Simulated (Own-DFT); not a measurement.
# Strain and stress in wurtzite AlGaN with randomly placed atoms, 72 atoms (Al27Ga9N36)

These are calculations, not measurements. The program, named Own-DFT, is a retired in-house plane-wave density functional code that no person has reviewed. Each row is one single-point run on a periodic cell that was not relaxed, without spin or spin-orbit coupling.

Settings of every run: PBE; PseudoDojo norm-conserving scalar-relativistic files (stringent for Ga); cutoff 96 hartree; 4 x 4 x 3 k mesh centred on Gamma; Gaussian smearing of 0.01 eV.

Known limits: forces on such cells passed a denser k mesh, each cell not checked; stress not checked against mesh or cutoff.

Unstrained cell vectors in Å: (9.394, 0.000, 0.000); (-4.697, 8.135, 0.000); (0.000, 0.000, 10.066). The unstrained cell has measured lattice constants (interpolated for alloys), not those of this functional. That, the random moves and any unrelaxed bonds set the pressure at no strain. Each run strains this cell uniformly, with the atoms carried along. Every atom was also moved at random, by a Gaussian of width 0.05 Å on each axis. The random placing of the alloy's atoms differs from row to row. Strain is the symmetric tensor, in per cent. Stress is positive in tension, and the pressure is minus a third of its trace.

```
run,e_xx (%),e_yy (%),e_zz (%),s_xx (GPa),s_yy (GPa),s_zz (GPa),P (GPa),E (meV/atom)
1,-3.00,-3.00,0.00,-26.14,-27.51,-10.04,21.23,60.1
2,-1.25,-1.25,0.00,-13.63,-15.82,-7.65,12.37,33.4
3,-1.00,-1.00,0.00,-11.42,-12.31,-7.65,10.46,2.8
4,-0.75,-0.75,0.00,-8.60,-9.63,-9.44,9.22,0.7
5,1.25,1.25,0.00,-0.14,-0.18,-4.08,1.46,0.0
6,-2.50,-2.50,0.00,-22.85,-22.50,-12.29,19.22,76.3
7,3.00,3.00,0.00,8.10,7.34,-1.17,-4.76,11.7
8,2.50,2.50,0.00,5.55,6.72,-3.63,-2.88,9.6
9,-2.75,-2.75,0.00,?,?,?,?,?
```

E is the free energy for each atom above the lowest run shown.

## Worked fit

The change of volume is close to e_xx + e_yy + e_zz. A straight line through the runs shown gives P = 7.44 - 215 x (fractional change of volume) GPa, with an error of 10 on the slope and a scatter of 1.14 GPa. The strain isn't the same on all axes and the cell isn't cubic, so the slope belongs to this path and is not the bulk modulus.

## Withheld run

Question: what pressure should run 9 give? Its volume changes by -5.42 %.

The line gives 19.1 GPa. The calculation gave 20.50 GPa.
